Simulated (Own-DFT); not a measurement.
# How strain changes the stress of wurtzite GaN, 96 atoms (Ga48N48)

All numbers below are calculated, not measured. The program, named Own-DFT, is a retired in-house plane-wave density functional code that no person has reviewed. Each row is one single-point run on a periodic cell that was not relaxed, without spin or spin-orbit coupling.

Settings of every run: PBE; PseudoDojo norm-conserving scalar-relativistic files (stringent for Ga); cutoff 96 hartree; 3 x 4 x 3 k mesh centred on Gamma; Gaussian smearing of 0.01 eV.

Known limits: forces on such cells passed a denser k mesh, each cell not checked; stress not checked against mesh or cutoff.

Unstrained cell vectors in Å: (12.756, 0.000, 0.000); (-4.784, 8.285, 0.000); (0.000, 0.000, 10.370). The unstrained cell has measured lattice constants (interpolated for alloys), not those of this functional. That, the random moves and any unrelaxed bonds set the pressure at no strain. Each run strains this cell uniformly, with the atoms carried along. Every atom was also moved at random, by a Gaussian of width 0.05 Å on each axis. Strain is the symmetric tensor, in per cent. Stress is positive in tension, and the pressure is minus a third of its trace.

```
run  e_xx (%)  e_yy (%)  e_zz (%)  s_xx (GPa)  s_yy (GPa)  s_zz (GPa)  P (GPa)  E (meV/atom)
  1      0.00      0.00     -1.25       -7.08       -7.96      -13.12     9.39          18.0
  2      0.00      0.00     -1.25       -7.34       -8.31      -14.10     9.92          30.9
  3      0.00      0.00     -0.25       -7.80       -6.78       -7.53     7.37          15.6
  4      0.00      0.00      2.75       -4.78       -5.05        3.31     2.17          22.4
  5      0.00      0.00      2.75       -5.69       -4.36        3.38     2.22          17.2
  6      0.00      0.00     -0.25       -5.43       -7.28       -8.89     7.20           8.9
  7      0.00      0.00      1.50       -5.03       -7.05       -0.44     4.18          17.0
  8      0.00      0.00      1.75       -5.88       -6.39        0.02     4.08          24.7
  9      0.00      0.00      0.75       -6.43       -5.46       -4.94     5.61          15.8
 10      0.00      0.00      0.75       -5.35       -5.83       -5.89     5.69          16.5
 11      0.00      0.00      1.75       -5.06       -5.40        0.16     3.43           0.0
 12      0.00      0.00      1.50       -7.13       -4.47       -1.23     4.28          15.9
 13      0.00      0.00     -0.50           ?           ?           ?        ?             ?
```

E is the free energy for each atom above the lowest run shown.

## Worked fit

The change of volume is close to e_xx + e_yy + e_zz. A straight line through the runs shown gives P = 7.08 - 185 x (fractional change of volume) GPa, with an error of 6 on the slope and a scatter of 0.28 GPa. The strain isn't the same on all axes and the cell isn't cubic, so the slope belongs to this path and is not the bulk modulus.

## Withheld run

Question: what pressure should run 13 give? Its volume changes by -0.50 %.

The line gives 8.0 GPa. The calculation gave 7.82 GPa.
